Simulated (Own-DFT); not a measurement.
# Response to strain: 6H (3C twinned every three layers) SiC, 108 atoms (C54Si54)

These are calculations, not measurements. They come from Own-DFT, an in-house plane-wave density functional program, since retired, whose code no person has reviewed. Each row is one single-point run on a periodic cell that was not relaxed, without spin or spin-orbit coupling.

Settings of every run: PBE; PseudoDojo norm-conserving scalar-relativistic files; cutoff 42 hartree; 4 x 4 x 2 k mesh centred on Gamma; Fermi-Dirac smearing of 0.1 eV.

Known limits: forces on such cells passed a denser k mesh, each cell not checked; stress not checked against mesh or cutoff.

Unstrained cell vectors in Å: (6.539, -6.539, 0.000); (0.000, 6.539, -6.539); (8.719, 8.719, 8.719). The unstrained cell has measured lattice constants (interpolated for alloys), not those of this functional. That, the random moves and any unrelaxed bonds set the pressure at no strain. Each run strains this cell uniformly, with the atoms carried along. Every atom was also moved at random, by a Gaussian of width 0.05 Å on each axis. Strain is the symmetric tensor, in per cent. Stress is positive in tension, and the pressure is minus a third of its trace.

```
run  e_xx (%)  e_yy (%)  e_zz (%)  e_yz (%)  e_xz (%)  e_xy (%)  s_xx (GPa)  s_yy (GPa)  s_zz (GPa)  s_yz (GPa)  s_xz (GPa)  s_xy (GPa)  P (GPa)  E (meV/atom)
  1      0.82      0.10      1.80     -1.30      0.38      1.98       -1.07       -2.66        3.98       -4.93        0.62        8.04    -0.08          28.3
  2     -0.47      1.44      0.69     -1.68      1.39      0.96       -6.52        2.12       -1.87       -7.09        6.33        4.66     2.09          20.2
  3     -1.29     -0.29      0.17     -0.83      1.34     -0.57      -12.45       -6.42       -7.03       -5.17        6.11       -2.30     8.63          15.1
  4     -1.88      0.07      1.02      0.08     -0.76     -1.82      -13.69       -5.29       -3.61       -2.59       -4.55       -9.32     7.53          21.5
  5     -1.34     -1.36      1.02     -1.66      1.22      1.79      -14.48      -11.34       -3.22       -6.90        5.04        8.09     9.68          43.3
  6     -1.35     -0.71      0.18     -1.28     -0.67      1.80      -13.78      -11.71       -5.06       -5.59       -3.16        8.44    10.18          30.6
  7     -0.99     -1.85     -1.09      0.91     -0.58     -1.41      -11.66      -16.59      -16.47        3.42       -3.54       -7.02    14.91          33.1
  8      0.51     -1.33     -1.81      1.35     -0.43      0.15       -5.36      -13.39      -16.90        6.35       -2.29        0.98    11.88          32.4
  9     -1.36     -0.80      1.00     -0.66     -1.01      0.80      -11.87      -11.96       -1.82       -4.27       -5.69        2.91     8.55          31.1
 10      0.07     -1.57     -0.77      0.16      1.71      0.68       -9.97      -12.81       -9.30        2.05        7.30        2.52    10.69          29.2
 11     -0.08      0.87     -0.40      1.18     -0.56     -1.63       -3.76       -2.09       -8.27        5.02       -1.74       -7.63     4.71          17.1
 12     -1.13     -0.90     -1.51      0.31      1.86      1.32      -15.00      -12.41      -17.63        3.32       10.41        6.96    15.01          53.6
 13      0.59     -0.32      0.89      0.69     -0.36     -0.24       -0.84       -6.34       -0.80        3.96       -1.86        0.03     2.66           0.0
 14     -1.47     -1.51      0.97      0.74     -0.04      0.85      -13.92      -14.13       -3.33        3.71       -0.22        5.15    10.46          32.1
 15     -0.28      0.63      0.41     -0.68     -1.27      1.09       -6.52       -3.67       -3.47       -3.07       -7.16        3.34     4.55          33.2
 16      1.03      1.36      0.36     -0.93      0.52      1.14        0.52        2.53       -1.58       -2.82        2.13        4.60    -0.49          12.0
 17      0.75      0.13      0.38     -1.98     -0.02      1.59           ?           ?           ?           ?           ?           ?        ?             ?
```

E is the free energy for each atom above the lowest run shown.

## Worked fit

Each stress component was fitted by least squares to a constant and the strains of the runs shown, as fractions, with shears doubled. Shear strains stay in the fit of a normal stress only where such slopes are resolved. The slopes, in GPa:

```
stress,at no strain,per e_xx,per e_yy,per e_zz,scatter
s_xx,-5.4,516 ± 23,102 ± 21,85 ± 22,0.71
s_yy,-5.6,106 ± 19,479 ± 18,115 ± 19,0.61
s_zz,-6.2,126 ± 36,59 ± 34,570 ± 33,1.18
```

Also, s_xx gains -28 ± 10 per 2 e_xz; s_xx gains -30 ± 9 per 2 e_xy; s_yy gains 46 ± 8 per 2 e_xz; s_yy gains -25 ± 8 per 2 e_xy.

Each shear stress against twice its own strain: yz 259 ± 14, xz 253 ± 7, xy 247 ± 13 GPa. These are stiffnesses along x, y and z of the frame in which the cell vectors are given, which need not be the crystal's axes. The atoms are held to the strained lattice; where symmetry lets them move under strain, relaxing them would lower some slopes. The table should be nearly symmetric about its diagonal, and what it lacks of that shows the noise. A ninth of its sum, 240 ± 5 GPa, estimates the bulk modulus near the mean pressure of these runs, 7.6 GPa, so it lies above the value at zero pressure.

## Withheld run

Question: what normal stresses and pressure should run 17 give?

The fit gives s_xx = -2.0, s_yy = -4.6, s_zz = -2.9 and P = 3.2 GPa. The calculation gave -3.60, -3.26, -2.16 and P = 3.00 GPa.
